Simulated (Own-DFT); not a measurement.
# Computed records: Hf36O71 (tetragonal hafnia with one neutral oxygen vacancy, atoms displaced)

A calculation, not a measurement: plane-wave PBE and HSE06 DFT by an unreviewed code, no spin, of a simulated cell at Gamma alone, so results move with cell size and shape, stress positive in tension, energies less offsets, not probed for a lower state with spin; hafnium file: forces about 75 meV/angstrom off all-electron values; oxygen file: force components 24 meV/angstrom off all-electron in a glass; k mesh not checked against a denser one; forces and stress are PBE's, HSE06 gives the energy alone, and its difference from PBE has offsets of its own; offsets are fitted by least squares, one for each functional and potential file, so energies compare only between cells with the same atoms and settings and are not formation energies; the far tail of each file's local potential was reset to the Coulomb form; each entry is a single point on an unrelaxed cell, so the pressure reflects the starting lattice, taken from the Materials Project, from which strain is counted, and rises with the displacements; printed positions are rounded, which can move forces by about a meV/angstrom; the program is a retired in-house code; no spin-orbit coupling. Program: Own-DFT development build.

Settings shared by all entries: first functional PBE; second functional HSE06; exact exchange share 0.25; screening 0.11 1/bohr; exchange divergence Gygi-Baldereschi; potential files PseudoDojo norm-conserving, scalar-relativistic, made for PBE, standard set; wave cutoff 48 hartree; occupations fixed; k mesh 1 x 1 x 1 centred on Gamma.

(1) Hf36O71 (tetragonal hafnia with one neutral oxygen vacancy, atoms displaced)

```
CELL_PARAMETERS angstrom
10.78000 0.00000 0.00000
0.00000 10.78000 0.00000
0.00000 0.00000 10.44930
ATOMIC_POSITIONS crystal
Hf 0.99994 0.99558 0.99778
Hf 0.15955 0.16931 0.25078
O 0.99442 0.16868 0.15388
O 0.17028 0.99982 0.34900
O 0.99028 0.16720 0.39906
O 0.16805 0.99507 0.09277
Hf 0.99696 0.00163 0.50104
Hf 0.16357 0.16372 0.75454
O 0.00027 0.16392 0.65600
O 0.16404 0.99877 0.84755
O 0.00235 0.17169 0.89587
O 0.16481 0.99992 0.58931
Hf 0.99492 0.32929 0.00386
Hf 0.16312 0.49773 0.25634
O 0.16263 0.33475 0.35145
O 0.00424 0.49531 0.39954
O 0.16302 0.34027 0.10195
Hf 0.99628 0.33058 0.50019
Hf 0.16320 0.50116 0.74438
O 0.99219 0.49413 0.64345
O 0.17492 0.32801 0.84651
O 0.00186 0.49801 0.91005
O 0.17365 0.33921 0.59914
Hf 0.00937 0.66083 0.99649
Hf 0.16947 0.83455 0.24918
O 0.99014 0.84009 0.15503
O 0.17613 0.67153 0.34514
O 0.00324 0.83363 0.39459
O 0.16252 0.67036 0.10057
Hf 0.00364 0.66929 0.50446
Hf 0.17788 0.83574 0.74337
O 0.99518 0.83003 0.65416
O 0.17143 0.66409 0.85018
O 0.99938 0.82477 0.89493
O 0.16001 0.66713 0.60219
Hf 0.33782 0.00376 0.99342
Hf 0.49942 0.16315 0.24909
O 0.33609 0.16504 0.14738
O 0.48593 0.00018 0.34560
O 0.34006 0.16915 0.40177
O 0.50338 0.00281 0.10269
Hf 0.32096 0.99546 0.49295
Hf 0.49522 0.17046 0.75046
O 0.33487 0.16740 0.65461
O 0.50348 0.00306 0.85161
O 0.33122 0.16653 0.89606
O 0.50010 0.00526 0.59357
Hf 0.33531 0.33536 0.00184
Hf 0.49507 0.50665 0.26308
O 0.33219 0.49708 0.13704
O 0.50259 0.33395 0.34266
O 0.32891 0.50646 0.39964
O 0.50282 0.33970 0.10852
Hf 0.33763 0.33943 0.49917
Hf 0.50933 0.49961 0.74492
O 0.33586 0.49421 0.65402
O 0.49338 0.33935 0.85896
O 0.33673 0.50009 0.90077
O 0.49026 0.32969 0.60011
Hf 0.33494 0.66041 0.00282
Hf 0.49479 0.83113 0.24496
O 0.33819 0.83776 0.15720
O 0.50598 0.66124 0.35748
O 0.33546 0.83424 0.41006
O 0.49568 0.67564 0.10386
Hf 0.34013 0.66448 0.50973
Hf 0.50473 0.83933 0.75278
O 0.32810 0.83947 0.65329
O 0.50522 0.66483 0.84956
O 0.32776 0.82545 0.89956
O 0.49878 0.66210 0.60491
Hf 0.66287 0.00116 0.00782
Hf 0.84299 0.17044 0.24165
O 0.67778 0.16571 0.14500
O 0.84228 0.00231 0.34554
O 0.67002 0.16448 0.40003
O 0.82549 0.99545 0.09453
Hf 0.67254 0.00704 0.51217
Hf 0.83157 0.16679 0.74572
O 0.67011 0.17357 0.66121
O 0.82720 0.99617 0.84848
O 0.66364 0.16443 0.89988
O 0.83103 0.99441 0.59780
Hf 0.66653 0.32724 0.00245
Hf 0.82729 0.49913 0.25698
O 0.66309 0.49981 0.15584
O 0.83719 0.32528 0.34871
O 0.66710 0.50170 0.39822
O 0.83635 0.33378 0.08982
Hf 0.66926 0.33400 0.50843
Hf 0.82887 0.49820 0.75212
O 0.66400 0.49590 0.64695
O 0.82938 0.32666 0.84406
O 0.67264 0.49234 0.90700
O 0.82675 0.32909 0.60037
Hf 0.66286 0.67028 0.99728
Hf 0.83155 0.82759 0.25431
O 0.66906 0.83090 0.15077
O 0.83325 0.66766 0.34702
O 0.66846 0.84223 0.41350
O 0.82699 0.66497 0.10141
Hf 0.66400 0.66698 0.49887
Hf 0.83195 0.82854 0.74811
O 0.66897 0.82178 0.65810
O 0.82934 0.66357 0.84815
O 0.66868 0.83594 0.90073
O 0.82596 0.66664 0.60062
```

```
PBE energy of cell above offsets : -96.629 eV
HSE06 less PBE above offsets     : 0.092 eV
PBE pressure                     : 1.83 GPa
PBE stress xx                    : -3.68 GPa
PBE stress yy                    : -0.01 GPa
PBE stress zz                    : -1.81 GPa
PBE stress yz                    : -0.52 GPa
PBE stress xz                    : -0.49 GPa
PBE stress xy                    : 0.07 GPa
```

Force:
| element | x (eV/Å) | y (eV/Å) | z (eV/Å) |
| --- | --- | --- | --- |
| Hf | -1.258 | -1.353 | -0.515 |
| Hf | 1.916 | 0.17 | -0.012 |
| O | 3.259 | -0.375 | -2.039 |
| O | -0.17 | 0.827 | -0.548 |
| O | 1.595 | -0.248 | 0.571 |
| O | -0.176 | 0.394 | 0.168 |
| Hf | -0.86 | -0.811 | -1.232 |
| Hf | 1.115 | 1.17 | -0.32 |
| O | -0.176 | 0.126 | -1.487 |
| O | 0.227 | -0.345 | -0.233 |
| O | -0.032 | -1.318 | 1.1 |
| O | -1.028 | -0.2 | 1.434 |
| Hf | 1.78 | 0.655 | -1.087 |
| Hf | -0.478 | 0.514 | -1.45 |
| O | 0.174 | -1.101 | -0.213 |
| O | -0.158 | 1.109 | 0.261 |
| O | -0.316 | -0.519 | 0.183 |
| Hf | 0.915 | 0.61 | 0.131 |
| Hf | 0.731 | -1.341 | 1.013 |
| O | 0.432 | 0.25 | 1.081 |
| O | -0.436 | 1.327 | -0.071 |
| O | -0.104 | -0.926 | -0.886 |
| O | -1.565 | -0.198 | -0.61 |
| Hf | -2.024 | 1.48 | 0.748 |
| Hf | -1.605 | -0.25 | -0.498 |
| O | 1.933 | 0.11 | -0.654 |
| O | -0.548 | -0.672 | 0.473 |
| O | 0.25 | -0.377 | 1.61 |
| O | 0.977 | -0.03 | 0.237 |
| Hf | -1.79 | 0.268 | -1.072 |
| Hf | -3.628 | -0.818 | 2.707 |
| O | 1.241 | 0.107 | -1.172 |
| O | -0.474 | -0.175 | -0.715 |
| O | 0.053 | 1.102 | 1.132 |
| O | 1.804 | -0.37 | 0.044 |
| Hf | -0.437 | -0.271 | 0.692 |
| Hf | 0.474 | 0.395 | 0.517 |
| O | -1.314 | 0.035 | 0.133 |
| O | 0.452 | -0.567 | -0.665 |
| O | -0.861 | 0.441 | 0.019 |
| O | -1.184 | -0.213 | -0.188 |
| Hf | 3.089 | 2.368 | -0.054 |
| Hf | -0.141 | 0.201 | 0.439 |
| O | -1.127 | -0.438 | -0.087 |
| O | -0.915 | -0.66 | -0.298 |
| O | 0.45 | -0.622 | 0.724 |
| O | 0.132 | -0.575 | 1.058 |
| Hf | 0.491 | 0.689 | 0.01 |
| Hf | 0.731 | -2.791 | -3.143 |
| O | -0.106 | 0.675 | 2.151 |
| O | -0.352 | 0.517 | 1.363 |
| O | 0.536 | -0.448 | 0.212 |
| O | -0.304 | -1.091 | -1.352 |
| Hf | -1.249 | -1.499 | -0.376 |
| Hf | -2.438 | -0.161 | 2.471 |
| O | -0.172 | 1.218 | -0.444 |
| O | 0.623 | -0.893 | -1.255 |
| O | -0.431 | 0.396 | -0.115 |
| O | 2.769 | 0.232 | 0.522 |
| Hf | -0.678 | -0.733 | -0.677 |
| Hf | 2.079 | 1.017 | 1.527 |
| O | -1.603 | 0.022 | -0.763 |
| O | -0.499 | 2.456 | 0.561 |
| O | 0.05 | -2.06 | -0.612 |
| O | 0.449 | -0.358 | -0.086 |
| Hf | -1.383 | 0.347 | -1.095 |
| Hf | 0.267 | -0.412 | 0.398 |
| O | 2.977 | -0.381 | -1.204 |
| O | 0.187 | 0.267 | -0.223 |
| O | 0.652 | 1.501 | 0.236 |
| O | 0.351 | 0.334 | -0.047 |
| Hf | 1.551 | 0.198 | -1.381 |
| Hf | -3.868 | -1.857 | 2.292 |
| O | -1.47 | 0.393 | 0.548 |
| O | -0.056 | -0.257 | 0.037 |
| O | -0.539 | 0.348 | 1.151 |
| O | 2.036 | 0.493 | 0.011 |
| Hf | -2.029 | -0.042 | -2.691 |
| Hf | 0.756 | -1.061 | 2.346 |
| O | -1.659 | -0.226 | -1.607 |
| O | 0.872 | 0.722 | -0.759 |
| O | -0.23 | 0.353 | 0.382 |
| O | 1.236 | 0.418 | 0.897 |
| Hf | -1.288 | 0.039 | 0.249 |
| Hf | 0.127 | 0.511 | -1.578 |
| O | 0.036 | 0.193 | 0.512 |
| O | -0.325 | 1.963 | 0.302 |
| O | 0.405 | -0.807 | 1.132 |
| O | -0.742 | 0.48 | 1.46 |
| Hf | -1.572 | -0.987 | -2.296 |
| Hf | 0.161 | 0.198 | 0.675 |
| O | 1.034 | -0.226 | -0.263 |
| O | 0.422 | 1.073 | 0.054 |
| O | -0.154 | 1.045 | -0.97 |
| O | 1.558 | 0.148 | -0.191 |
| Hf | 0.973 | -0.583 | 0.843 |
| Hf | -0.024 | 1.646 | -0.859 |
| O | -1.315 | -0.053 | 0.495 |
| O | -0.133 | -1.055 | 1.241 |
| O | -0.068 | -0.948 | -0.353 |
| O | 1.27 | -0.552 | -0.609 |
| Hf | 0.658 | 1.247 | -0.074 |
| Hf | 0.645 | 0.285 | 1.65 |
| O | -1.647 | 0.595 | -0.415 |
| O | -0.128 | -0.504 | -0.232 |
| O | -0.89 | -0.371 | 0.198 |
| O | 1.263 | -0.555 | -0.618 |

(2) Hf36O71 (tetragonal hafnia with one neutral oxygen vacancy, atoms displaced)

```
CELL_PARAMETERS angstrom
10.78000 0.00000 0.00000
0.00000 10.78000 0.00000
0.00000 0.00000 10.44930
ATOMIC_POSITIONS crystal
Hf 0.01776 0.00927 0.00122
Hf 0.17302 0.16113 0.25606
O 0.99999 0.17527 0.16793
O 0.16630 0.99835 0.34801
O 0.00621 0.16600 0.40577
O 0.15239 0.99619 0.09798
Hf 0.01342 0.99381 0.49442
Hf 0.16006 0.17098 0.74811
O 0.98630 0.16447 0.66012
O 0.16274 0.00067 0.84696
O 0.01119 0.16019 0.89675
O 0.16805 0.00973 0.59841
Hf 0.00857 0.33917 0.99949
Hf 0.16853 0.49509 0.26141
O 0.00414 0.50034 0.14656
O 0.17609 0.34630 0.34928
O 0.99833 0.48974 0.40669
O 0.16641 0.32433 0.10225
Hf 0.99814 0.31811 0.48523
Hf 0.16657 0.50227 0.75792
O 0.98800 0.49023 0.64690
O 0.15500 0.34532 0.83735
O 0.01270 0.49228 0.90040
O 0.16465 0.33774 0.60105
Hf 0.00278 0.67279 0.00931
Hf 0.15492 0.83738 0.24195
O 0.98838 0.83660 0.16266
O 0.15911 0.66430 0.35266
O 0.00893 0.84186 0.40058
Hf 0.00078 0.66474 0.50327
Hf 0.17324 0.83891 0.74493
O 0.99966 0.83511 0.66181
O 0.16756 0.67442 0.83225
O 0.00035 0.83445 0.90890
O 0.16735 0.66727 0.59026
Hf 0.32960 0.00550 0.00935
Hf 0.50563 0.16479 0.25037
O 0.33046 0.17301 0.16327
O 0.49058 0.01666 0.35372
O 0.31635 0.15957 0.38751
O 0.48838 0.99755 0.09167
Hf 0.34356 0.99816 0.48882
Hf 0.49893 0.16530 0.74870
O 0.32816 0.15891 0.66729
O 0.48638 0.99701 0.84476
O 0.34480 0.17314 0.91574
O 0.49887 0.99604 0.59190
Hf 0.32671 0.32927 0.99488
Hf 0.51109 0.49968 0.25001
O 0.34248 0.49571 0.14671
O 0.50218 0.33801 0.34598
O 0.34250 0.50815 0.39426
O 0.48073 0.32005 0.09689
Hf 0.31998 0.33046 0.50323
Hf 0.49628 0.51168 0.73694
O 0.34797 0.50301 0.64966
O 0.50570 0.32963 0.85637
O 0.34429 0.49006 0.90870
O 0.49351 0.33137 0.59148
Hf 0.33554 0.67985 0.00249
Hf 0.49723 0.84858 0.23986
O 0.32357 0.83787 0.15214
O 0.49350 0.66125 0.36379
O 0.34493 0.83284 0.40239
O 0.50799 0.67854 0.09555
Hf 0.33523 0.67496 0.50430
Hf 0.49700 0.82506 0.76047
O 0.33405 0.83006 0.64682
O 0.49347 0.66285 0.86392
O 0.32629 0.82560 0.90346
O 0.50105 0.65470 0.60375
Hf 0.68004 0.00999 0.99642
Hf 0.84580 0.15880 0.24828
O 0.66824 0.16071 0.16261
O 0.83561 0.99442 0.34468
O 0.66955 0.14925 0.39276
O 0.83388 0.00362 0.09151
Hf 0.66591 0.00891 0.50164
Hf 0.83534 0.17484 0.75390
O 0.66987 0.15593 0.65147
O 0.83289 0.01686 0.84109
O 0.66637 0.17224 0.90670
O 0.83958 0.99815 0.59336
Hf 0.65234 0.32393 0.99842
Hf 0.83437 0.49076 0.24077
O 0.66569 0.51427 0.14917
O 0.83948 0.32997 0.35821
O 0.67566 0.51434 0.38417
O 0.83451 0.32338 0.10100
Hf 0.67660 0.33712 0.49330
Hf 0.83444 0.49415 0.75206
O 0.66333 0.50086 0.64320
O 0.83621 0.32321 0.85187
O 0.67019 0.49768 0.90211
O 0.82967 0.33654 0.60362
Hf 0.67633 0.66912 0.99574
Hf 0.82267 0.84331 0.24376
O 0.66314 0.83583 0.16333
O 0.84348 0.66264 0.35093
O 0.65691 0.83893 0.40634
O 0.83373 0.66236 0.10464
Hf 0.67098 0.65899 0.50369
Hf 0.83154 0.82612 0.74596
O 0.65125 0.82110 0.65092
O 0.84163 0.67071 0.83736
O 0.66372 0.84199 0.91042
O 0.83457 0.66539 0.59622
```

```
PBE energy of cell above offsets : -88.344 eV
HSE06 less PBE above offsets     : 0.442 eV
PBE pressure                     : 5.76 GPa
PBE stress xx                    : -6.1 GPa
PBE stress yy                    : -5.41 GPa
PBE stress zz                    : -5.78 GPa
PBE stress yz                    : 1.18 GPa
PBE stress xz                    : -0.93 GPa
PBE stress xy                    : 0.12 GPa
```

Force:
| element | x (eV/Å) | y (eV/Å) | z (eV/Å) |
| --- | --- | --- | --- |
| Hf | -6.733 | -1.647 | -4.351 |
| Hf | -0.082 | 1.857 | -0.357 |
| O | 2.144 | -0.886 | -2.041 |
| O | 0.025 | -0.491 | -0.501 |
| O | 0.3 | -2.91 | -1.865 |
| O | 5.775 | 0.376 | 3.627 |
| Hf | -2.297 | 0.287 | 2.162 |
| Hf | -1.228 | -0.651 | -0.316 |
| O | 3.621 | 0.834 | -1.901 |
| O | 0.972 | 0.334 | 0.635 |
| O | 0.415 | 2.376 | 1.283 |
| O | 0.528 | -0.492 | -0.138 |
| Hf | -1.243 | -1.177 | 0.745 |
| Hf | 1.697 | 3.651 | -2.213 |
| O | 0.238 | 0.057 | 0.141 |
| O | -0.51 | -4.651 | 1.795 |
| O | 0.466 | 0.641 | -0.886 |
| O | -0.495 | 0.204 | -0.558 |
| Hf | -0.727 | 4.987 | 4.366 |
| Hf | -0.06 | 1.869 | -2.659 |
| O | 1.901 | 1.206 | 1.199 |
| O | 0.966 | -3.829 | 1.937 |
| O | -1.066 | 3.037 | 0.057 |
| O | -0.344 | -0.721 | -0.254 |
| Hf | 0.283 | -0.059 | -0.693 |
| Hf | -0.184 | -2.34 | 2.167 |
| O | 1.153 | -0.614 | -1.791 |
| O | 0.07 | 0.864 | -1.571 |
| O | 0.144 | -2.18 | 0.387 |
| Hf | -0.421 | -0.58 | -1.77 |
| Hf | -1.07 | 0.027 | 0.108 |
| O | 0.658 | -0.33 | -0.918 |
| O | -0.134 | -1.264 | 1.618 |
| O | -0.207 | 0.413 | 0.79 |
| O | -0.389 | -0.315 | 0.979 |
| Hf | -0.087 | -0.22 | -2.314 |
| Hf | -0.774 | 3.143 | -0.255 |
| O | -0.13 | -2.141 | -1.538 |
| O | -0.117 | -2.492 | -0.874 |
| O | 0.718 | 1.799 | 3.144 |
| O | 2.411 | 0.031 | 1.367 |
| Hf | -0.902 | -0.12 | 1.46 |
| Hf | 0.233 | 0.586 | 0.114 |
| O | 0.708 | 0.836 | -1.082 |
| O | 0.147 | 0.207 | 0.027 |
| O | -1.085 | -3.154 | -1.573 |
| O | -0.186 | 0.694 | 0.651 |
| Hf | 0.548 | 3.122 | 2.258 |
| Hf | -3.246 | 1.76 | 0.933 |
| O | -1.501 | 1.065 | 1.033 |
| O | 1.046 | -1.658 | -0.035 |
| O | -1.763 | -1.635 | 1.661 |
| O | 3.749 | -0.045 | 0.46 |
| Hf | 2.5 | 1.498 | -1.374 |
| Hf | 2.135 | -1.816 | 3.138 |
| O | -5.202 | -0.636 | -0.81 |
| O | 0.37 | -0.015 | -1.675 |
| O | -1.458 | 2.273 | -1.772 |
| O | 0.899 | -0.871 | 0.015 |
| Hf | 0.554 | -4 | 1.671 |
| Hf | -0.34 | -2.576 | 2.6 |
| O | 0.415 | -0.176 | -0.46 |
| O | 1.044 | 1.016 | -1.898 |
| O | -0.459 | 0.911 | -0.775 |
| O | -0.849 | 0.846 | 0.53 |
| Hf | 1.309 | -1.84 | -1.785 |
| Hf | 0.332 | 0.851 | -0.937 |
| O | 0.5 | 0.085 | 0.52 |
| O | 0.522 | 0.665 | -1.552 |
| O | 0.047 | 3.298 | -0.832 |
| O | -0.09 | 1.124 | 0.421 |
| Hf | -1.115 | -0.495 | -0.577 |
| Hf | -3.331 | 0.522 | 1.03 |
| O | 0.218 | -0.044 | -1.971 |
| O | 0.618 | 1.313 | -0.099 |
| O | 0.099 | 4.07 | 0.104 |
| O | 1.419 | 0.079 | 0.908 |
| Hf | 1.417 | -2.885 | 1.637 |
| Hf | -1.644 | -1.705 | -1.767 |
| O | -0.963 | 0.764 | 0.118 |
| O | -1.017 | -3.181 | 1.448 |
| O | -0.418 | -1.964 | -0.883 |
| O | -0.601 | -0.869 | -0.888 |
| Hf | -0.424 | 2.933 | 0.831 |
| Hf | 0.061 | 1.818 | 1.009 |
| O | 0.912 | -1.35 | -0.935 |
| O | -0.999 | -0.803 | -0.885 |
| O | 0.144 | -3.263 | 1.06 |
| O | -0.334 | 0.908 | -0.075 |
| Hf | -1.682 | -0.055 | 0.359 |
| Hf | -0.549 | -0.467 | -0.526 |
| O | 1.319 | -0.558 | -0.223 |
| O | 0.383 | 3.192 | 1.223 |
| O | 0.813 | 0.486 | 0.034 |
| O | -0.296 | -0.438 | -0.844 |
| Hf | -1.519 | -1.487 | 0.694 |
| Hf | 0.678 | -2.718 | 3.041 |
| O | -0.24 | 0.737 | -2.102 |
| O | 0.162 | 1.071 | -0.748 |
| O | 0.293 | -0.262 | -0.343 |
| O | 0.435 | 0.497 | -1.306 |
| Hf | -1.231 | 2.35 | -1.334 |
| Hf | -0.393 | 3.128 | -1.146 |
| O | 1.759 | 0.147 | 1.49 |
| O | -0.623 | -1.749 | 1.74 |
| O | 0.465 | -0.692 | -0.649 |
| O | 0.021 | 0.665 | 0.895 |
